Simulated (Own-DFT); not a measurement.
# Strain and stress in wurtzite AlGaN with randomly placed atoms, 96 atoms (Al36Ga12N48)

All numbers below are calculated, not measured. They come from Own-DFT, an in-house plane-wave density functional program, since retired, whose code no person has reviewed. Each row is one single-point run on a periodic cell that was not relaxed, without spin or spin-orbit coupling.

Settings of every run: PBE; PseudoDojo norm-conserving scalar-relativistic files (stringent for Ga); cutoff 96 hartree; 3 x 4 x 3 k mesh centred on Gamma; Gaussian smearing of 0.01 eV.

Known limits: k mesh not checked against a denser one; stress not checked against mesh or cutoff.

Unstrained cell vectors in Å: (12.525, 0.000, 0.000); (-4.697, 8.135, 0.000); (0.000, 0.000, 10.066). The unstrained cell has measured lattice constants (interpolated for alloys), not those of this functional. That, the random moves and any unrelaxed bonds set the pressure at no strain. Each run strains this cell uniformly, with the atoms carried along. Every atom was also moved at random, by a Gaussian of width 0.05 Å on each axis. The random placing of the alloy's atoms differs from row to row. Strain is the symmetric tensor, in per cent. Stress is positive in tension, and the pressure is minus a third of its trace.

| run | e_xx (%) | e_yy (%) | e_zz (%) | s_xx (GPa) | s_yy (GPa) | s_zz (GPa) | P (GPa) | E (meV/atom) |
|---|---|---|---|---|---|---|---|---|
| 1 | -0.50 | -0.50 | 0.00 | -9.12 | -8.45 | -8.89 | 8.82 | 29.6 |
| 2 | 2.25 | 2.25 | 0.00 | 5.43 | 6.10 | -4.38 | -2.38 | 14.0 |
| 3 | 2.00 | 2.00 | 0.00 | 4.03 | 4.26 | -3.06 | -1.74 | 2.2 |
| 4 | 1.25 | 1.25 | 0.00 | 1.77 | 0.57 | -5.61 | 1.09 | 0.0 |
| 5 | -1.00 | -1.00 | 0.00 | -12.97 | -11.70 | -8.03 | 10.90 | 27.8 |
| 6 | -3.00 | -3.00 | 0.00 | -25.73 | -27.83 | -10.53 | 21.36 | 78.9 |
| 7 | -2.75 | -2.75 | 0.00 | -26.00 | -24.30 | -9.90 | 20.07 | 70.8 |
| 8 | 2.50 | 2.50 | 0.00 | 7.66 | 6.62 | -4.20 | -3.36 | 5.0 |
| 9 | 1.00 | 1.00 | 0.00 | ? | ? | ? | ? | ? |

E is the free energy for each atom above the lowest run shown.

## Worked fit

The change of volume is close to e_xx + e_yy + e_zz. A straight line through the runs shown gives P = 7.36 - 225 x (fractional change of volume) GPa, with an error of 6 on the slope and a scatter of 0.74 GPa. The strain isn't the same on all axes and the cell isn't cubic, so the slope belongs to this path and is not the bulk modulus.

## Withheld run

Question: what pressure should run 9 give? Its volume changes by 2.01 %.

The line gives 2.8 GPa. The calculation gave 2.27 GPa.
